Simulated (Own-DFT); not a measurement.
Simulation results for SiC (4H silicon carbide, atoms displaced)

Computed with Own-DFT development build. A calculation, not a measurement: plane-wave PBE density functional theory by an unreviewed code, no spin, of a simulated periodic cell, stress positive in tension, free energy of the whole cell less one offset for each atom, forces on such cells passed a denser k mesh, this cell's mesh not checked; offsets are fitted by least squares, one for each functional and potential file, so energies compare only between cells with the same atoms and settings and are not formation energies; the far tail of each file's local potential was reset to the Coulomb form; each entry is a single point on an unrelaxed cell, so the pressure reflects the starting lattice, mostly measured values (interpolated for alloys), from which strain is counted, and rises with the displacements; printed positions are rounded, which can move forces by about a meV/angstrom; the program, named Own-DFT, is a retired in-house code; no spin-orbit coupling.

Common to all runs: functional PBE; potential files PseudoDojo norm-conserving, scalar-relativistic, standard set; wave cutoff 42 hartree; occupations Fermi-Dirac; smearing width 0.1 eV; hardware one NVIDIA H100; k mesh 4 x 4 x 3 centred on Gamma.

(1) SiC (4H silicon carbide, atoms displaced)

```xyz
72
Lattice="9.2481 0.0000 0.0000 -4.6241 8.0091 0.0000 0.0000 0.0000 10.0681" Properties=species:S:1:pos:R:3 SiC
Si    -0.0339     0.0765     4.1519
Si    -0.0298     1.8056     1.6537
C      4.6496     7.9359     0.9766
C      0.0427     1.7125     3.3840
Si     7.6654     2.5295     4.1330
Si    -1.5373     4.4654     1.6060
C     -1.4126     2.7590     0.8389
C     -1.5487     4.4924     3.5058
Si     6.1575     5.3197     4.0689
Si    -3.0983     7.1324     1.5122
C      6.1642     5.3223     0.9636
C     -3.0792     7.1882     3.4958
Si    -1.5745     7.9761     3.9796
Si     2.9760     1.6659     1.6230
C     -1.6129     8.0065     0.9490
C      3.0514     1.8243     3.4489
Si     1.5943     2.6603     4.0160
Si     1.5174     4.3925     1.5042
C      1.4760     2.6453     0.8776
C      1.4714     4.5086     3.4446
Si     0.0768     5.2199     4.3074
Si     0.0001     7.1568     1.6276
C     -0.0528     5.3372     0.8421
C     -0.0190     7.2026     3.5498
Si     6.1962     0.1500     4.1856
Si     6.1967     1.7907     1.5727
C      1.5380     7.9385     0.9381
C      6.2522     1.8958     3.4523
Si     4.6892     2.5927     4.1370
Si     4.5798     4.2800     1.5033
C      4.7181     2.7242     0.9629
C      4.6198     4.4796     3.3890
Si     3.0778     5.3741     4.0721
Si     2.9586     7.1441     1.5561
C      3.0905     5.3931     1.0513
C      3.0611     7.0975     3.4317
Si     4.6320     7.9788     9.1470
Si     4.6943     6.3120     6.6423
C      4.5589     7.9840     5.9755
C      4.6512     6.2113     8.5864
Si     6.1852     5.2336     9.1544
Si     6.1308     3.5155     6.5935
C     -3.0562     5.4203     5.9926
C      6.0752     3.6624     8.4917
Si    -1.4932     2.6441     9.0559
Si     7.6737     0.9559     6.5034
C      7.6265     2.7298     5.9515
C      7.7393     0.9767     8.5331
Si     1.5796     8.0054     9.0642
Si     1.4899     6.2499     6.5643
C      1.6161     7.9059     5.9543
C      1.4405     6.1923     8.5161
Si     3.0173     5.1959     9.1366
Si     3.1511     3.4935     6.5575
C      3.1785     5.2905     5.9301
C      3.0829     3.4505     8.4478
Si     4.6549     2.6089     9.1511
Si     4.6051     0.8665     6.6350
C      4.6381     2.6997     5.9057
C      4.6754     0.8426     8.5729
Si     3.0896     0.0227     9.1067
Si    -1.5193     6.2064     6.5169
C      3.1516     0.0415     5.8926
C     -1.5981     6.2566     8.4734
Si    -0.0007     5.3352     9.1829
Si     0.0283     3.5305     6.5107
C      0.0448     5.3696     5.9218
C     -0.0068     3.4509     8.5951
Si     1.4948     2.7423     9.0843
Si     1.5756     0.9870     6.5648
C      1.4960     2.7708     6.0167
C      1.5847     0.8959     8.5753
```

```
free energy of cell above offsets : -1.623 eV
pressure                          : 6.66 GPa
stress xx                         : -6.78 GPa
stress yy                         : -5.42 GPa
stress zz                         : -7.76 GPa
stress yz                         : -1.39 GPa
stress xz                         : 0.07 GPa
stress xy                         : 0.61 GPa
wall time                         : 354.6 s
```

Force:
```csv
element,x (eV/Å),y (eV/Å),z (eV/Å)
Si,0.681,-3.189,-2.138
Si,0.284,-1.311,-4.556
C,-2.426,2.159,-0.589
C,-0.836,1.988,3.977
Si,3.825,4.864,-1.117
Si,-0.012,0.357,-0.264
C,-2.403,-1.654,2.27
C,1.349,-1.63,0.378
Si,-0.419,1.291,-0.003
Si,-0.519,-1.825,1.988
C,-0.189,-0.652,-0.136
C,-1.567,-1.529,-0.968
Si,0.614,1.389,1.966
Si,0.894,2.758,-1.603
C,2.013,-0.453,-0.501
C,1.941,-1.35,0.362
Si,-1.876,1.818,1.06
Si,-0.359,1.708,1.075
C,1.454,-0.057,1.545
C,1.745,-1.912,-0.15
Si,-2.368,2.038,-9.024
Si,-0.679,-1.364,-0.144
C,0.882,0.656,4.167
C,1.807,-1.065,-1.008
Si,-0.656,-3.31,-3.293
Si,1.286,0.06,-1.211
C,-1.611,2.834,-0.966
C,-3.096,-2.971,-0.576
Si,-1.636,2.72,-3.064
Si,0.681,7.334,2.793
C,-1.671,-6.08,-1.788
C,-0.151,-1.578,1.224
Si,0.377,-0.961,-0.585
Si,4.021,-0.882,1.273
C,-0.987,-3.045,-2.48
C,-0.313,2.295,1.132
Si,0.469,0.475,0.519
Si,-1.163,-2.345,0.767
C,1.218,2.888,0.327
C,-1.287,-0.481,-1.286
Si,-0.134,4.744,0.861
Si,-0.398,3.283,0.842
C,-0.53,-1.967,-1.031
C,1.399,-5.18,-1.515
Si,-2.082,1.703,1.709
Si,0.79,-1.448,2.955
C,1.717,-1.271,0.173
C,-0.659,-3.157,-2.032
Si,0.539,-0.801,1.342
Si,2.774,-2.393,1.692
C,-1.345,3.636,1.41
C,2.312,0.37,-1.29
Si,1.221,2.639,0.111
Si,-1.384,2.383,0.511
C,-1.105,0.866,1.301
C,0.445,0.586,0.58
Si,-0.317,0.864,-0.032
Si,1.03,0.053,-0.295
C,0.497,-2.283,1.968
C,-0.615,0.87,-1.634
Si,-0.292,-1.197,0.592
Si,-0.2,1.557,1.872
C,-1.456,-0.206,0.677
C,1.306,-0.988,-0.292
Si,-2.176,-0.215,-2.934
Si,-2.265,1.779,3.111
C,-1.014,-0.982,6.305
C,-0.357,3.843,-3.935
Si,1.804,-3.42,0.896
Si,-0.348,-1.979,1.353
C,2.605,-2.394,-2.604
C,-1.082,0.72,-2.042
```

(2) SiC (4H silicon carbide, atoms displaced)

```xyz
72
Lattice="9.2481 0.0000 0.0000 -4.6241 8.0091 0.0000 0.0000 0.0000 10.0681" Properties=species:S:1:pos:R:3 SiC
Si     9.2129     0.0002     4.1813
Si    -0.0803     1.6936     1.4834
C      4.5520     7.9428     0.9262
C      0.0137     1.7682     3.5476
Si    -1.5008     2.6616     4.1252
Si    -1.5999     4.3329     1.6390
C     -1.5132     2.7199     0.9235
C     -1.4138     4.5455     3.4846
Si    -3.0910     5.3817     4.1383
Si    -3.0720     7.0816     1.5545
C      6.1649     5.2621     0.7917
C     -3.1525     7.0837     3.4916
Si     3.1216     0.0340     4.0329
Si     3.2023     1.6808     1.4511
C      3.0839     0.1017     0.9887
C      3.1488     1.8800     3.3786
Si     1.5738     2.5650     4.0415
Si     1.6498     4.4088     1.5615
C      1.3939     2.7310     0.9050
C      1.6671     4.2882     3.4248
Si    -0.0250     5.3862     3.9742
Si     0.0591     7.0886     1.6123
C      0.0265     5.3567     0.9670
C     -0.0708     7.0955     3.3869
Si     6.2199     0.0449     4.1117
Si     6.1867     1.7930     1.5884
C      6.1950     0.0005     1.0355
C      6.2477     1.8730     3.4267
Si     4.5108     2.7034     4.0852
Si     4.5917     4.4947     1.5860
C      4.6175     2.7046     0.9717
C      4.5991     4.4537     3.5344
Si     3.1000     5.3854     4.1198
Si     3.1786     7.1651     1.5412
C      3.0698     5.2913     0.9493
C      3.1069     7.0633     3.3886
Si     4.5116     7.9489     9.0176
Si     4.6014     6.2104     6.6813
C     -0.0155     0.0589     5.9121
C      4.5993     6.2264     8.5092
Si    -2.9988     5.3476     9.0722
Si     6.2587     3.6182     6.6037
C      6.1401     5.3452     5.9124
C      6.1615     3.5953     8.5742
Si    -1.5430     2.6766     9.1823
Si     7.7079     0.8816     6.5918
C      7.6754     2.5765     6.0468
C      7.7581     0.9229     8.6132
Si     6.1973     0.0859     9.1013
Si     1.6600     6.2627     6.6392
C      1.6490     7.9764     5.8847
C      1.5795     6.1803     8.5701
Si     3.0716     5.3278     9.1314
Si     3.0574     3.4564     6.6055
C      3.0778     5.2884     5.9592
C      3.1122     3.5915     8.5068
Si     4.6528     2.6785     9.1275
Si     4.6137     0.8641     6.6044
C      4.6432     2.6870     6.0218
C      4.6597     0.9036     8.5338
Si     3.1596     0.0432     9.0821
Si    -1.5642     6.3002     6.6048
C      3.0784     0.0180     5.8423
C     -1.4555     6.1408     8.5653
Si     0.0507     5.4647     9.0678
Si    -0.0366     3.6311     6.4911
C      0.1030     5.3439     5.9631
C      0.0548     3.5091     8.5281
Si     1.6058     2.6414     9.0233
Si     1.5244     0.9093     6.6666
C      1.4993     2.6068     6.0468
C      1.5429     1.0088     8.4097
```

```
free energy of cell above offsets : -2.586 eV
pressure                          : 6.46 GPa
stress xx                         : -5.73 GPa
stress yy                         : -7.36 GPa
stress zz                         : -6.31 GPa
stress yz                         : -0.24 GPa
stress xz                         : -0.1 GPa
stress xy                         : -1.05 GPa
wall time                         : 360.3 s
```

Force:
```csv
element,x (eV/Å),y (eV/Å),z (eV/Å)
Si,0.228,-0.361,-3.785
Si,1.863,1.725,1.756
C,3.864,1.396,-2.191
C,-0.656,-0.967,-1.929
Si,0.097,1.03,0.056
Si,1.787,3.722,-1.244
C,-1.326,-2.625,0.862
C,-4.985,-3.267,-0.188
Si,0.286,-1.227,-2.183
Si,-0.275,0.041,0.056
C,0.004,1.192,3.804
C,1.171,1.54,-0.739
Si,-1.252,0.063,-1.323
Si,-2.821,6.319,2.821
C,0.111,-6.177,-2.668
C,-1.576,-3.651,-0.244
Si,0.012,1.281,1.126
Si,-3.01,-0.016,0.456
C,2.567,-2.798,-0.977
C,-1.373,3.016,0.802
Si,4.626,-0.357,2.292
Si,-0.722,0.134,-1.943
C,-0.274,-0.409,-0.381
C,1.915,1.717,2.206
Si,-0.486,-0.447,-3.315
Si,-0.18,0.264,-0.412
C,0.151,0.593,-1.886
C,-1.727,-0.97,1.347
Si,3.746,0.448,1.01
Si,0.725,-0.762,0.143
C,1.211,-0.461,-1.097
C,1.331,0.876,-1.166
Si,-0.808,-1.799,-0.943
Si,-4.042,-2.994,1.179
C,1.375,1.964,-0.928
C,-0.391,1.694,1.748
Si,3.551,1.078,2.527
Si,-0.155,0.021,-2.529
C,0.398,-1.632,4.349
C,0.962,-0.637,-0.274
Si,-1.541,-0.3,0.447
Si,-1.995,-1.283,0.778
C,0.845,0.702,3.192
C,0.836,-0.839,-2.097
Si,1.413,1.716,-1.361
Si,0.557,-0.29,1.137
C,0.621,2.848,-1.626
C,-2.394,0.214,-2.884
Si,0.179,-2.182,2.213
Si,-1.458,-1.439,-0.527
C,-1.722,0.446,3.066
C,0.891,3.397,-2.126
Si,0.666,-0.775,1.04
Si,0.163,1.641,0.172
C,0.763,0.341,1.288
C,0.427,-0.93,-0.515
Si,-0.496,1.192,0.546
Si,0.847,0.671,-0.996
C,0.205,-0.788,-0.642
C,0.251,0.085,-1.417
Si,-2.171,-0.906,1.421
Si,1.308,-1.458,-0.83
C,-0.014,0.239,3.207
C,-2.336,4.047,-2.736
Si,0.807,-5.142,3.13
Si,0.915,-2.097,2.934
C,-1.573,1.96,-0.859
C,-1.33,1.964,-1.636
Si,-1.541,2.844,2.791
Si,0.024,-0.613,-3.347
C,0.501,1.12,-2.26
C,0.434,-4.937,2.302
```

(3) SiC (4H silicon carbide, atoms displaced)

```xyz
72
Lattice="9.2481 0.0000 0.0000 -4.6241 8.0091 0.0000 0.0000 0.0000 10.0681" Properties=species:S:1:pos:R:3 SiC
Si     0.0892     0.0678     4.0336
Si    -0.1007     1.7738     1.5727
C     -4.5672     7.9310     1.0435
C      0.0509     1.8468     3.4997
Si    -1.5002     2.6496     4.0759
Si    -1.5922     4.4282     1.5256
C      7.6678     2.6842     1.0610
C     -1.3455     4.4154     3.4144
Si     6.2277     5.1810     4.1445
Si    -3.0628     7.0911     1.5675
C     -3.0380     5.3367     0.9720
C     -3.0315     7.0959     3.4576
Si    -1.5780     7.9708     4.1185
Si     3.1042     1.7955     1.6072
C      3.0599     0.0283     0.9669
C      3.1791     1.8474     3.4959
Si     1.4729     2.8053     4.0432
Si     1.5621     4.4036     1.4564
C      1.5311     2.6257     0.9282
C      1.4929     4.3246     3.5395
Si    -0.0213     5.2354     4.1319
Si    -0.0123     7.1895     1.5576
C     -0.0140     5.3836     0.8655
C     -0.0779     7.1687     3.4131
Si     1.5313     7.9761     4.1266
Si     6.1570     1.8027     1.5177
C      6.1694     0.0378     0.9072
C      6.2273     1.8190     3.4836
Si     4.5387     2.6471     4.0769
Si     4.5637     4.3488     1.6039
C      4.6734     2.6216     0.9120
C      4.5555     4.4307     3.4625
Si     3.1114     5.3295     4.0287
Si     3.0667     7.1704     1.6267
C      3.1347     5.4420     0.9435
C      3.0576     7.0735     3.4168
Si     4.5987     7.9918     9.1437
Si     4.5966     6.1941     6.4720
C      4.6135     7.9653     5.9967
C      4.4963     6.3008     8.4992
Si     6.1573     5.3518     9.0804
Si     6.1584     3.5319     6.6930
C     -3.0153     5.2646     6.0299
C      6.2143     3.6061     8.4952
Si    -1.4495     2.5986     9.1045
Si     7.6503     0.8371     6.6382
C     -1.4981     2.7461     5.9471
C      7.7374     0.8691     8.4428
Si     6.1124     0.0076     9.0191
Si     1.5559     6.2838     6.6725
C      6.1781     0.0014     5.9678
C      1.5795     6.2764     8.5408
Si     3.0317     5.3214     9.1457
Si     3.0847     3.5756     6.6882
C      2.9963     5.3183     5.9956
C      3.0062     3.5742     8.5101
Si     4.5143     2.6638     9.0463
Si     4.6202     0.9080     6.6436
C      4.5781     2.6394     5.8863
C      4.6461     0.8746     8.5711
Si     3.1711     0.0053     9.1682
Si    -1.5028     6.2315     6.5972
C     -1.4351     7.9173     6.0694
C     -1.5332     6.3263     8.5147
Si     0.0663     5.2913     9.1281
Si     0.0337     3.5475     6.5649
C     -0.0370     5.3216     5.9308
C      0.0353     3.5173     8.5291
Si     1.5625     2.6529     9.1393
Si     1.5403     0.8733     6.5722
C      1.4926     2.6449     5.8438
C      1.5968     0.8801     8.4356
```

```
free energy of cell above offsets : -4.694 eV
pressure                          : 5.69 GPa
stress xx                         : -4.54 GPa
stress yy                         : -7.01 GPa
stress zz                         : -5.52 GPa
stress yz                         : -0.2 GPa
stress xz                         : -0.99 GPa
stress xy                         : -0.37 GPa
wall time                         : 346.9 s
```

Force:
```csv
element,x (eV/Å),y (eV/Å),z (eV/Å)
Si,-1.223,-1.433,1.044
Si,2.475,-0.532,0.992
C,-1.952,2.197,-1.739
C,-0.839,-1.723,-1.583
Si,-0.181,0.611,0.481
Si,2.292,1.386,0.89
C,0.628,-0.724,-3.323
C,-5.014,-1.223,-0.522
Si,0.051,1.615,-1.227
Si,0.941,-0.314,0.817
C,-2.006,-0.545,-0.86
C,-1.01,-0.886,0.596
Si,1.373,1.348,0.24
Si,-0.222,-0.547,0.104
C,0.348,0.136,-0.391
C,-4.972,-2.735,-1.48
Si,2.487,-7.297,1.735
Si,-0.862,1.509,1.967
C,0.029,0.091,0.143
C,1.448,8.361,-4.092
Si,2.379,3.308,-1.086
Si,0.299,-1.068,-0.061
C,0.425,-0.87,1.63
C,1.843,-1.43,1.346
Si,-0.416,0.718,-1.827
Si,0.197,-1.288,1.914
C,0.179,-0.14,-0.39
C,-1.547,-0.837,-0.472
Si,4.165,1.329,0.319
Si,1.409,2.183,-1.049
C,-2.201,1.067,-0.758
C,2.156,-0.651,0.294
Si,-2.309,-0.314,1.443
Si,-0.1,-0.347,-1.657
C,-1.069,-2.683,0.138
C,0.463,1.219,2.029
Si,1.351,0.369,0.111
Si,0.291,-0.067,2.29
C,0.084,0.748,-1.524
C,1.899,-2.414,-0.928
Si,-0.255,1.438,0.858
Si,0.61,-0.395,-2.491
C,-1.436,0.868,-0.774
C,-0.95,-1.825,1.104
Si,-1.876,1.253,0.785
Si,2.308,1.722,-2.081
C,-1.402,-2.02,1.021
C,-1.031,0.189,1.678
Si,2.64,0.239,3.008
Si,-0.88,-1.351,-1.387
C,-0.87,0.016,1.091
C,-1.295,-1.325,-1.002
Si,1.472,1.539,0.177
Si,-1.127,-0.774,-3.236
C,1.39,0.201,-0.859
C,0.937,0.034,0.301
Si,2.818,0.604,1.799
Si,0.179,-0.341,-0.759
C,0.579,0.703,3.617
C,-0.753,1.654,-2.262
Si,-2.519,0.161,-0.154
Si,-0.431,-1.353,1.439
C,-2.004,2.443,-2.235
C,0.612,-2.648,-0.465
Si,-1.727,1.377,-0.791
Si,-0.227,-0.023,0.637
C,1.411,0.43,2.203
C,0.319,0.557,-1.003
Si,-0.96,-1.545,-0.363
Si,0.347,-0.203,-0.095
C,1.331,0.01,3.091
C,-0.501,0.239,1.601
```

(4) SiC (4H silicon carbide, atoms displaced)

```xyz
72
Lattice="9.2481 0.0000 0.0000 -4.6241 8.0091 0.0000 0.0000 0.0000 10.0681" Properties=species:S:1:pos:R:3 SiC
Si     0.0139     0.0141     4.2001
Si     0.0960     1.8020     1.5790
C      4.6142     7.9388     0.9171
C      0.0585     1.8773     3.5113
Si    -1.4986     2.6445     4.0565
Si    -1.5981     4.4454     1.6660
C      7.7235     2.6117     0.8784
C     -1.5689     4.4908     3.4960
Si     6.0504     5.3624     4.0930
Si    -3.0496     7.1534     1.6410
C     -3.0444     5.4076     0.9596
C     -3.0797     7.1555     3.4990
Si     3.1135     0.0529     4.1159
Si     3.0767     1.8232     1.5571
C     -1.5124     7.9548     0.9339
C      3.0768     1.8171     3.5599
Si     1.4702     2.6491     4.2024
Si     1.5868     4.4992     1.6250
C      1.5919     2.8030     1.0191
C      1.5887     4.4534     3.4401
Si     0.0488     5.2968     4.1102
Si     0.0011     7.0206     1.5696
C      0.0647     5.3809     0.9110
C      0.0598     7.1095     3.4327
Si     1.4737     7.9780     4.0702
Si     6.1453     1.7662     1.4536
C      1.4838     8.0075     0.8991
C      6.1883     1.6661     3.4417
Si     4.7027     2.6812     3.9884
Si     4.6116     4.5007     1.5832
C      4.6943     2.7535     1.0061
C      4.6648     4.3254     3.3775
Si     3.0609     5.3191     4.1221
Si     3.0797     7.0717     1.5553
C      3.0500     5.4030     0.8975
C      3.0261     7.0634     3.5472
Si     0.0676     0.1102     9.2124
Si     4.7127     6.2761     6.5192
C     -0.0237     0.1190     5.9758
C      4.5907     6.2840     8.4521
Si     6.0925     5.3879     9.1525
Si     6.1112     3.5080     6.6199
C      6.0875     5.3509     5.9274
C      6.3329     3.6137     8.5127
Si     7.6673     2.6327     9.1584
Si     7.5602     0.8717     6.6617
C      7.7192     2.6433     6.0364
C      7.6896     1.0039     8.5572
Si     1.4819     7.9395     9.1232
Si     1.4715     6.3368     6.7474
C      6.2058     0.0519     6.0215
C      1.5277     6.1782     8.4732
Si     3.0968     5.1931     8.9708
Si     2.9571     3.5486     6.7144
C      3.0502     5.4417     5.9109
C      3.0989     3.5576     8.4447
Si     4.6900     2.7310     9.1804
Si     4.6652     0.8661     6.6470
C      4.6412     2.7513     5.9990
C      4.5400     0.8634     8.4800
Si    -1.5613     7.9620     9.1007
Si    -1.5793     6.1255     6.6284
C      3.0573     0.1336     6.0371
C     -1.5992     6.1109     8.5098
Si     0.0727     5.3573     9.1528
Si     0.0577     3.5047     6.6592
C      0.0313     5.3026     5.9803
C      0.0333     3.5842     8.5140
Si     1.5580     2.7394     9.1254
Si     1.4959     0.8922     6.5235
C      1.4820     2.6372     5.9327
C      1.5164     0.8518     8.4236
```

```
pressure : ?
```

Questions
1. Give the missing pressure for SiC (4H silicon carbide, atoms displaced) (entry 4).

Answers
1. 5.74 GPa

Further results for SiC (4H silicon carbide, atoms displaced) (entry 4):

```
free energy of cell above offsets : -4.332 eV
stress xx                         : -3.97 GPa
stress yy                         : -5.01 GPa
stress zz                         : -8.25 GPa
stress yz                         : -0.66 GPa
stress xz                         : -0.61 GPa
stress xy                         : -0.71 GPa
wall time                         : 372.1 s
```

Force:
```csv
element,x (eV/Å),y (eV/Å),z (eV/Å)
Si,-1.119,0.333,-2.737
Si,-1.473,-0.315,0.224
C,1.148,1.726,2.346
C,-1.507,-2.665,-1.603
Si,-1.58,0.52,1.369
Si,1.282,-0.151,-2.335
C,0.364,1.099,2.701
C,0.101,-0.627,0.594
Si,1.824,-0.498,-0.719
Si,-0.501,-0.277,-0.996
C,-1.058,-0.809,0.506
C,-0.267,0.004,0.463
Si,0.137,-0.766,0.303
Si,0.936,-0.788,1.278
C,-0.528,1.538,0.238
C,0.026,-0.091,-1.675
Si,3.094,1.756,-3.263
Si,-0.507,0.921,-0.773
C,-0.151,-2.323,-2.113
C,-0.974,-0.755,1.499
Si,-0.499,0.86,-0.285
Si,0.274,2.66,0.138
C,-0.942,-2.368,1.171
C,-2.345,-0.904,0.877
Si,2.07,-0.074,0.918
Si,1.389,-0.794,2.163
C,0.542,-0.854,0.533
C,0.406,2.012,-0.85
Si,-0.867,-2.146,2.593
Si,0.46,0.906,-1.174
C,-1.864,-0.679,-1.653
C,-0.973,3.678,1.359
Si,0.554,-0.541,-0.865
Si,-0.732,1.947,0.831
C,1.003,-2.25,-0.754
C,1.627,1.177,-1.602
Si,-2.262,-1.696,-2.636
Si,-3.248,0.762,1.662
C,-0.938,-1.93,1.056
C,0.095,-0.427,0.181
Si,0.768,-0.514,-0.159
Si,2.041,1.593,0.129
C,2.044,-1.193,0.38
C,-4.118,0.146,-0.106
Si,2.237,2.354,-0.503
Si,4.576,2.404,0.879
C,-0.599,0.479,-1.123
C,-0.479,-4.18,-0.984
Si,0.919,1.618,0.129
Si,1.048,-1.822,-4.87
C,-3.42,-1.937,-1.275
C,0.989,0.65,1.995
Si,0.295,5.439,2.536
Si,2.341,0.743,-5.343
C,-0.112,-1.105,3.148
C,0.366,-2.529,2.378
Si,0.328,-1.136,-1.228
Si,-1.433,2.139,-0.928
C,-1.957,-1.86,-0.587
C,1.715,0.63,1.295
Si,-0.685,-0.44,-0.2
Si,0.322,1.418,-0.626
C,1.206,-3.08,-1.29
C,1.585,1.847,-0.031
Si,-2.577,-1.185,-0.54
Si,-2.132,0.923,-0.378
C,-0.454,0.555,0.665
C,0.075,-0.452,0.575
Si,-0.486,-1.69,0.555
Si,0.466,0.463,1.996
C,1.028,0.785,3.211
C,1.104,1.768,1.327
```
